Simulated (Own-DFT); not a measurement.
Simulation results for Si3N4 (beta silicon nitride, strained, atoms displaced)

A calculation, not a measurement: plane-wave PBE density functional theory by an unreviewed code, no spin, of a simulated periodic cell, stress positive in tension, free energy of the whole cell less one offset for each atom, forces on such cells moved up to 12 meV/angstrom on a denser k mesh; offsets are fitted by least squares, one for each functional and potential file, so energies compare only between cells with the same atoms and settings and are not formation energies; the far tail of each file's local potential was reset to the Coulomb form; each entry is a single point on an unrelaxed cell, so the pressure reflects the starting lattice, mostly measured values (interpolated for alloys), from which strain is counted, and rises with the displacements; printed positions are rounded, which can move forces by about a meV/angstrom; the program, named Own-DFT, is a retired in-house code; no spin-orbit coupling; before rounding, a Quantum ESPRESSO 7.3.1 run of the same cell and cutoff gave forces within 1 meV/angstrom rms on each cell, which checks the program and not the settings. Program: Own-DFT development build.

Common to all runs: functional PBE; potential files PseudoDojo norm-conserving, scalar-relativistic, standard set; wave cutoff 42 hartree; occupations Fermi-Dirac; smearing width 0.1 eV; k mesh 2 x 2 x 4 centred on Gamma.

(1) Si3N4 (beta silicon nitride, strained, atoms displaced)

```
Si3N4
1.0
     15.4120    -0.1891    -0.1143
     -7.8698    13.2646    -0.0629
     -0.0437    -0.0530     5.8306
Si N Si N Si N Si N Si N Si N Si N Si N
6 8 6 8 6 8 6 8 6 8 6 8 6 8 6 8
Direct
  0.08871 0.38898 0.12042
  0.11615 0.19883 0.12441
  0.29759 0.41337 0.12472
  0.41830 0.11629 0.39331
  0.38499 0.30546 0.38430
  0.20564 0.08731 0.38111
  0.16785 0.01993 0.12015
  0.47687 0.14715 0.12604
  0.34612 0.32827 0.11977
  0.32689 0.48023 0.39114
  0.01792 0.35579 0.37528
  0.14991 0.16198 0.37876
  0.16657 0.32802 0.10276
  0.33021 0.16719 0.37903
  0.08615 0.38739 0.62771
  0.11501 0.19972 0.61484
  0.29659 0.41643 0.61944
  0.41463 0.11073 0.86850
  0.39079 0.30548 0.88239
  0.20346 0.09279 0.87162
  0.16894 0.01716 0.62583
  0.48488 0.14714 0.63027
  0.34857 0.32841 0.63186
  0.33267 0.48504 0.88461
  0.01342 0.34737 0.86821
  0.14878 0.16641 0.86769
  0.16733 0.33883 0.61991
  0.33128 0.16407 0.87029
  0.08932 0.88924 0.11264
  0.11646 0.70711 0.12204
  0.30143 0.91504 0.13793
  0.41341 0.61757 0.38097
  0.38972 0.80043 0.38061
  0.20494 0.58923 0.37155
  0.16821 0.51318 0.14000
  0.48551 0.65629 0.12192
  0.34416 0.82831 0.12619
  0.33643 0.98922 0.38258
  0.01687 0.85325 0.39752
  0.15865 0.67082 0.38497
  0.17043 0.83067 0.11557
  0.33237 0.66478 0.37199
  0.08318 0.87860 0.62834
  0.12166 0.70231 0.62492
  0.29883 0.91618 0.62854
  0.41023 0.61256 0.87216
  0.38520 0.79590 0.87749
  0.20497 0.59516 0.88560
  0.16536 0.52334 0.62219
  0.48386 0.65323 0.64585
  0.34918 0.83484 0.61612
  0.33295 0.98032 0.87012
  0.01784 0.85556 0.86838
  0.15158 0.66454 0.87503
  0.16626 0.83036 0.63402
  0.32901 0.66165 0.86962
  0.57966 0.38514 0.10853
  0.61433 0.19799 0.10985
  0.80134 0.40922 0.13135
  0.91087 0.11398 0.36564
  0.88542 0.29592 0.38199
  0.70735 0.08931 0.37107
  0.66314 0.01402 0.12817
  0.98310 0.15131 0.12360
  0.85256 0.33172 0.12772
  0.83118 0.48635 0.39246
  0.51602 0.35876 0.37664
  0.65456 0.16985 0.37627
  0.66929 0.33941 0.11799
  0.83186 0.16544 0.38534
  0.58043 0.38206 0.64125
  0.61944 0.20832 0.62826
  0.79899 0.41807 0.62447
  0.90616 0.11282 0.88311
  0.88157 0.30406 0.88140
  0.70154 0.08682 0.87760
  0.66463 0.01709 0.62920
  0.99283 0.15545 0.62989
  0.84347 0.32989 0.63444
  0.83435 0.48352 0.88294
  0.52000 0.35858 0.86308
  0.65047 0.16649 0.86818
  0.66520 0.33159 0.62342
  0.83560 0.17081 0.87160
  0.58662 0.88590 0.11775
  0.61576 0.70376 0.12367
  0.79809 0.91534 0.12373
  0.91669 0.62132 0.36747
  0.89042 0.79554 0.37225
  0.70427 0.59040 0.37336
  0.66168 0.51928 0.13618
  0.98886 0.65225 0.12010
  0.85053 0.83459 0.13198
  0.83372 0.98647 0.37294
  0.50940 0.84803 0.36298
  0.64719 0.66346 0.38761
  0.66724 0.83050 0.12479
  0.83591 0.66375 0.37643
  0.58754 0.88403 0.62405
  0.60801 0.69971 0.61671
  0.80277 0.91304 0.61438
  0.91681 0.61660 0.86130
  0.88038 0.80030 0.86713
  0.70497 0.58577 0.87641
  0.66844 0.50893 0.60824
  0.98712 0.64772 0.62268
  0.84439 0.82697 0.63881
  0.83329 0.98372 0.87772
  0.51848 0.85400 0.87884
  0.65034 0.66269 0.86899
  0.66610 0.83311 0.61627
  0.83508 0.67373 0.89381
```

The calculation gives: free energy of cell above offsets -8.758 eV; pressure 4.22 GPa; stress xx -0.4 GPa; stress yy -4.07 GPa; stress zz -8.17 GPa; stress yz -2.04 GPa; stress xz -1.87 GPa; stress xy -6.07 GPa.

Force:
| element | x (eV/Å) | y (eV/Å) | z (eV/Å) |
| --- | --- | --- | --- |
| Si | 1.133 | -3.456 | 0.166 |
| Si | -0.671 | 0.627 | -0.406 |
| Si | -0.69 | -2.044 | 0.341 |
| Si | -4.634 | 1.288 | -4.011 |
| Si | 1.806 | -3.696 | -1.72 |
| Si | -0.617 | -0.155 | -0.264 |
| N | -0.419 | -1.248 | 0.445 |
| N | 3.184 | 1.05 | 0.563 |
| N | -1.187 | 2.578 | 1.672 |
| N | 1.617 | 4.073 | -4.672 |
| N | -1.104 | -0.889 | -0.857 |
| N | -0.252 | 0.026 | -1.479 |
| N | -1.228 | 1.646 | 1.168 |
| N | 3.374 | 1.947 | 0.115 |
| Si | 1.752 | 0.965 | -0.282 |
| Si | 0.583 | 2.94 | 1.381 |
| Si | 0.129 | -3.987 | 4.452 |
| Si | -4.137 | 0.374 | 1.525 |
| Si | -0.863 | -4.62 | -1.413 |
| Si | 0.389 | -0.666 | -0.138 |
| N | -0.43 | -2.08 | 0.079 |
| N | 2.404 | 1.452 | 1.39 |
| N | -2.832 | 3.185 | 0.585 |
| N | 0.81 | -0.158 | -1.109 |
| N | -0.774 | 0.911 | 1.094 |
| N | 0.663 | -0.795 | 0.813 |
| N | 0.222 | -1.582 | -0.215 |
| N | 2.671 | 2.494 | 0.243 |
| Si | 1.658 | -0.214 | 2 |
| Si | 2.762 | -1.861 | 1.1 |
| Si | -0.127 | -1.125 | -1.976 |
| Si | -1.03 | -0.215 | -0.826 |
| Si | -4.362 | -2.857 | -1.222 |
| Si | -0.866 | 0.282 | 2.311 |
| N | -0.362 | 2.118 | -2.942 |
| N | -0.211 | -1.023 | 1.549 |
| N | 0.768 | 0.992 | 0.041 |
| N | 0.284 | -1.623 | 0.019 |
| N | -0.514 | -0.589 | -5.729 |
| N | -0.902 | -0.372 | -2.785 |
| N | -2.547 | 3.637 | 0.705 |
| N | 1.716 | 1.587 | 0.152 |
| Si | 4.296 | 3.142 | 1.877 |
| Si | -1.044 | 0.386 | 0.264 |
| Si | -0.274 | -3.011 | -1.649 |
| Si | -1.681 | 0.859 | 2.469 |
| Si | -1.156 | -0.051 | -0.619 |
| Si | -0.111 | -4.06 | -1.056 |
| N | -0.03 | -1.825 | 1.612 |
| N | -0.736 | -0.487 | -3.206 |
| N | 0.603 | 0.319 | 1.819 |
| N | 0.734 | 1.613 | 2.986 |
| N | -2.132 | -1.403 | 1.248 |
| N | -1.698 | 0.869 | 1.464 |
| N | -0.522 | 0.935 | -0.617 |
| N | 2.717 | 2.88 | 0.289 |
| Si | 4.722 | 1.628 | 5.894 |
| Si | -1.83 | 2.484 | 3.139 |
| Si | -2.365 | 1.231 | 0.548 |
| Si | 1.194 | 2.736 | 2.469 |
| Si | 0.295 | 0.353 | 0.786 |
| Si | -2.881 | -0.494 | 1.891 |
| N | 0.259 | 1.116 | -0.653 |
| N | 0.42 | -0.36 | 0.676 |
| N | -2.065 | 1.462 | 2.335 |
| N | 1.497 | 1.109 | -3.754 |
| N | -0.568 | -1.038 | -0.86 |
| N | -0.005 | -0.895 | -1.006 |
| N | -0.949 | -2.383 | -0.162 |
| N | 2.213 | 0.828 | -0.641 |
| Si | 5.967 | 1.792 | -8.451 |
| Si | 0.483 | -1.269 | -1.7 |
| Si | -0.654 | -2.805 | 1.644 |
| Si | 1.601 | 2.743 | -2.286 |
| Si | 3.852 | -2.46 | -2.02 |
| Si | 0.618 | 1.222 | -0.242 |
| N | -0.006 | -0.929 | -1.383 |
| N | -5.028 | -2.893 | -0.646 |
| N | -0.613 | 1.43 | -2.033 |
| N | 0.691 | 1.126 | 0.137 |
| N | -4.531 | -2.26 | 3.807 |
| N | 1.013 | -1.236 | 0.56 |
| N | -1.364 | 1.907 | 0.353 |
| N | -1.234 | -1.043 | 0.662 |
| Si | 1.955 | -1.542 | 2.403 |
| Si | 1.243 | -1.502 | -0.455 |
| Si | 0.55 | -2.287 | -0.016 |
| Si | 0.735 | -2.02 | 0.498 |
| Si | -2.529 | -0.396 | 0.614 |
| Si | -0.208 | -0.759 | 1.901 |
| N | 0.087 | -1.493 | -3.305 |
| N | -1.257 | -0.624 | 0.239 |
| N | -0.241 | 0.916 | -0.211 |
| N | 0.341 | -0.852 | 0.354 |
| N | 5.011 | 2.301 | 0.966 |
| N | 0.092 | -0.168 | -2.217 |
| N | -1.286 | 2.242 | -0.139 |
| N | -1.187 | 1.837 | 0.073 |
| Si | 0.372 | 0.281 | -0.658 |
| Si | 3.01 | 1.477 | 2.672 |
| Si | -1.78 | -1.262 | 1.464 |
| Si | -2.087 | 0.123 | 1.98 |
| Si | 3.279 | -1.136 | 4.983 |
| Si | -0.778 | 0.34 | -0.718 |
| N | -0.336 | 2.465 | 2.723 |
| N | 0.466 | 0.713 | -0.654 |
| N | -1.883 | 2.413 | -5.892 |
| N | 0.164 | -0.418 | -1.192 |
| N | -1.509 | -1.056 | -2.502 |
| N | -1.193 | 0.236 | 0.375 |
| N | -0.047 | 0.222 | -0.002 |
| N | 2.15 | -2.235 | -1.089 |

(2) Si3N4 (beta silicon nitride, strained, atoms displaced)

```
Si3N4
1.0
     15.1512    -0.2954    -0.0966
     -7.8314    13.5670     0.0625
     -0.0370     0.0063     5.9112
Si N Si N Si N Si N Si N Si N Si N Si N
6 8 6 8 6 8 6 8 6 8 6 8 6 8 6 8
Direct
  0.08729 0.38353 0.12648
  0.11949 0.20448 0.12635
  0.30214 0.41730 0.12686
  0.40657 0.10857 0.37481
  0.38970 0.29588 0.37557
  0.21242 0.08906 0.38499
  0.16664 0.00943 0.11840
  0.47664 0.14799 0.13116
  0.35089 0.33324 0.11660
  0.33712 0.48794 0.37640
  0.01740 0.35335 0.37950
  0.14969 0.16971 0.36953
  0.16613 0.33517 0.12818
  0.33378 0.17451 0.37218
  0.08712 0.37851 0.63088
  0.11852 0.20542 0.60795
  0.29556 0.41578 0.61264
  0.41190 0.11638 0.86771
  0.38553 0.30222 0.87763
  0.20146 0.08734 0.87465
  0.16689 0.01180 0.62786
  0.48617 0.15411 0.63145
  0.35019 0.33740 0.61768
  0.33571 0.48802 0.86161
  0.01835 0.35152 0.87311
  0.15244 0.16583 0.87843
  0.15996 0.33377 0.63041
  0.33227 0.16524 0.86527
  0.09324 0.89415 0.12563
  0.11757 0.70435 0.12622
  0.30479 0.91379 0.11443
  0.42261 0.61116 0.37869
  0.38214 0.79862 0.37821
  0.20433 0.58769 0.38810
  0.17107 0.51676 0.12465
  0.48613 0.65334 0.12514
  0.34538 0.83269 0.13345
  0.32841 0.98120 0.36806
  0.01485 0.84532 0.38408
  0.15415 0.66676 0.37110
  0.16980 0.83340 0.13727
  0.33671 0.67013 0.36482
  0.08893 0.88642 0.62287
  0.11471 0.70172 0.62519
  0.30288 0.91658 0.62537
  0.41595 0.62310 0.87651
  0.38597 0.79670 0.86549
  0.19967 0.58777 0.86875
  0.16177 0.51312 0.62997
  0.48849 0.64957 0.62661
  0.34597 0.82555 0.63125
  0.32998 0.98578 0.87127
  0.01621 0.84679 0.87436
  0.15081 0.66162 0.87708
  0.16564 0.83769 0.60373
  0.32862 0.66139 0.89375
  0.58904 0.39460 0.13827
  0.60983 0.19976 0.11863
  0.80016 0.42352 0.11401
  0.91515 0.11669 0.37943
  0.89083 0.30454 0.36881
  0.71069 0.09145 0.37597
  0.66702 0.01731 0.11861
  0.98466 0.15157 0.11976
  0.84889 0.32723 0.12657
  0.83421 0.49002 0.36753
  0.51114 0.35437 0.37006
  0.65302 0.16525 0.38144
  0.66417 0.32969 0.11537
  0.83604 0.16914 0.36554
  0.58346 0.38383 0.62828
  0.61632 0.20083 0.62667
  0.80676 0.41919 0.63837
  0.91552 0.12346 0.88417
  0.89185 0.30891 0.87898
  0.70124 0.08785 0.86513
  0.66658 0.01478 0.63841
  0.98437 0.15110 0.63027
  0.84485 0.32807 0.63243
  0.83299 0.48258 0.88111
  0.51404 0.34679 0.87209
  0.64653 0.16664 0.87803
  0.66649 0.33001 0.62288
  0.83505 0.16300 0.87588
  0.58409 0.88385 0.12557
  0.61521 0.70442 0.12116
  0.80445 0.92349 0.13248
  0.91155 0.61367 0.37040
  0.87851 0.79912 0.38588
  0.70222 0.58914 0.36761
  0.67233 0.51412 0.12363
  0.98114 0.64901 0.12937
  0.85696 0.83262 0.12509
  0.83320 0.98730 0.37358
  0.51873 0.85310 0.37862
  0.64851 0.66689 0.37340
  0.67289 0.83236 0.12359
  0.83231 0.66524 0.37930
  0.58368 0.88362 0.62435
  0.61901 0.69993 0.63781
  0.80126 0.91402 0.63148
  0.91406 0.61775 0.88283
  0.87992 0.79293 0.86426
  0.70075 0.59126 0.88895
  0.66977 0.51486 0.63613
  0.98679 0.64974 0.60457
  0.85027 0.83314 0.62186
  0.83998 0.98288 0.87735
  0.52350 0.85431 0.86549
  0.65547 0.66695 0.87262
  0.66494 0.83616 0.61689
  0.83732 0.66636 0.87254
```

It finds free energy of cell above offsets -7.048 eV; pressure 0.6 GPa; stress xx -4.58 GPa; stress yy 2.33 GPa; stress zz 0.46 GPa; stress yz 0.27 GPa; stress xz -1.67 GPa; stress xy -6.22 GPa.

Force:
| element | x (eV/Å) | y (eV/Å) | z (eV/Å) |
| --- | --- | --- | --- |
| Si | 0.608 | 2.106 | 0.398 |
| Si | -1.155 | 0.887 | -1.947 |
| Si | -0.526 | -0.981 | -2.144 |
| Si | 0.454 | 2.25 | 0.721 |
| Si | -6.342 | 1.281 | -0.194 |
| Si | -4.246 | -2.126 | -1.024 |
| N | 0.249 | 7.849 | 1.33 |
| N | 0.835 | -0.102 | -0.778 |
| N | -1.218 | 1.312 | 2.128 |
| N | 0.479 | -0.999 | -1.328 |
| N | 1.145 | 0.383 | -0.382 |
| N | 2.628 | -1.932 | 0.716 |
| N | 1.675 | -0.594 | 0.118 |
| N | 3.324 | -2.884 | 0.089 |
| Si | -3.452 | 3.406 | -0.745 |
| Si | -0.732 | -0.043 | 3.248 |
| Si | 0.9 | -1.211 | 2.436 |
| Si | -0.858 | 0.375 | 1.225 |
| Si | -0.342 | -2.251 | -2.116 |
| Si | 0.21 | -0.434 | 0.021 |
| N | -0.276 | 3.064 | -0.492 |
| N | -1.467 | -1.47 | -1.883 |
| N | -0.093 | -0.124 | -0.01 |
| N | 0.629 | 0.074 | 1.442 |
| N | 0.127 | 0.123 | 0.87 |
| N | -0.783 | 0.357 | -1.074 |
| N | 5.72 | -1.622 | -0.677 |
| N | -0.198 | 1.435 | 0.241 |
| Si | -0.756 | -8.745 | 0.732 |
| Si | 0.121 | 0.611 | 0.183 |
| Si | -3.248 | -0.724 | 0.799 |
| Si | -3.959 | 2.605 | -0.475 |
| Si | 1.569 | -2.14 | -0.566 |
| Si | 0.173 | -0.143 | -2.381 |
| N | -1.044 | -0.918 | 0.607 |
| N | 0.298 | -0.503 | -0.372 |
| N | 2.503 | -0.081 | -2.143 |
| N | 1.288 | 1.162 | 0.72 |
| N | -0.953 | 0.987 | -1.496 |
| N | -0.535 | -0.157 | 1.159 |
| N | -0.497 | 0.301 | -1.315 |
| N | 1.537 | -0.612 | 1.275 |
| Si | -0.694 | -2.044 | 0.7 |
| Si | 1.468 | 2.1 | -1.075 |
| Si | -2.004 | -2.526 | -0.484 |
| Si | -1.127 | -2.531 | -0.761 |
| Si | 0.596 | -1.846 | 3.394 |
| Si | 0.934 | -2.545 | 1.923 |
| N | 0.151 | -0.217 | -0.425 |
| N | -0.235 | -0.028 | 1.271 |
| N | -1.918 | 2.691 | -1.284 |
| N | 1.575 | 0.143 | -0.261 |
| N | -0.077 | 0.751 | -0.224 |
| N | -2.927 | 1.89 | -0.362 |
| N | 3.283 | -1.827 | 1.516 |
| N | 1.612 | 3.626 | -1.335 |
| Si | 1.843 | -5.531 | -2.722 |
| Si | 1.147 | 1.299 | 2.097 |
| Si | -0.271 | -6.191 | 4.879 |
| Si | -1.161 | 0.816 | -0.66 |
| Si | -1.444 | -3.254 | 1.947 |
| Si | -2.537 | -1.916 | -0.165 |
| N | -0.461 | -0.874 | 1.066 |
| N | 1.537 | 0.599 | 2.613 |
| N | -2.231 | 3.165 | -0.882 |
| N | 0.732 | -2.649 | 1.145 |
| N | 4.685 | 2.48 | 0.951 |
| N | -0.99 | -0.326 | -0.956 |
| N | -0.84 | 2.183 | 0.692 |
| N | 2.054 | 1.654 | 0.588 |
| Si | 3.071 | 0.216 | 0.043 |
| Si | 0.624 | 1.857 | -1.019 |
| Si | -2.368 | -3.415 | -3.601 |
| Si | 0.546 | -2.918 | -2.239 |
| Si | -0.38 | -4.334 | -0.095 |
| Si | 0.388 | 1.008 | 2.531 |
| N | -0.373 | -0.324 | -3.146 |
| N | 0.902 | 0.295 | -0.497 |
| N | 0.137 | 2.124 | -1.335 |
| N | 0.966 | 4.337 | -2.72 |
| N | 0.196 | 1.202 | 1.589 |
| N | 1.427 | -1.551 | -0.127 |
| N | -0.51 | 1.902 | -0.102 |
| N | -3.052 | 2.971 | -0.32 |
| Si | 3.333 | 1.688 | 0.248 |
| Si | 1.769 | 2.037 | 0.852 |
| Si | 0.935 | -3.846 | -1.96 |
| Si | -1.442 | 2.278 | 0.356 |
| Si | 4.487 | -2.195 | -3.599 |
| Si | 0.546 | -0.347 | 2.74 |
| N | -1.149 | 2.995 | 0.629 |
| N | 1.99 | 0.503 | -1.043 |
| N | -2.716 | 1.498 | -0.513 |
| N | 0.983 | 0.497 | 2.039 |
| N | -2.226 | -0.741 | -1.352 |
| N | 0.776 | -1.261 | 0.139 |
| N | -2.186 | 0.56 | -0.03 |
| N | -0.391 | 1.135 | -0.135 |
| Si | 3.706 | 2.227 | -1.177 |
| Si | -1.23 | 3.474 | -3.373 |
| Si | -1.789 | -0.09 | -0.39 |
| Si | 0.588 | 0.118 | -2.415 |
| Si | 2.477 | 0.818 | 2.904 |
| Si | 3.852 | -2.255 | -2.752 |
| N | -1.421 | 0.498 | -0.894 |
| N | -1.275 | -1.19 | 3.607 |
| N | -2.378 | 1.158 | 1.569 |
| N | 0.259 | 2.072 | -0.242 |
| N | -3.821 | -2.35 | 2.641 |
| N | -1.399 | 0.49 | 2.323 |
| N | 2.13 | -1.816 | 0.634 |
| N | -2.469 | -0.196 | 0.128 |
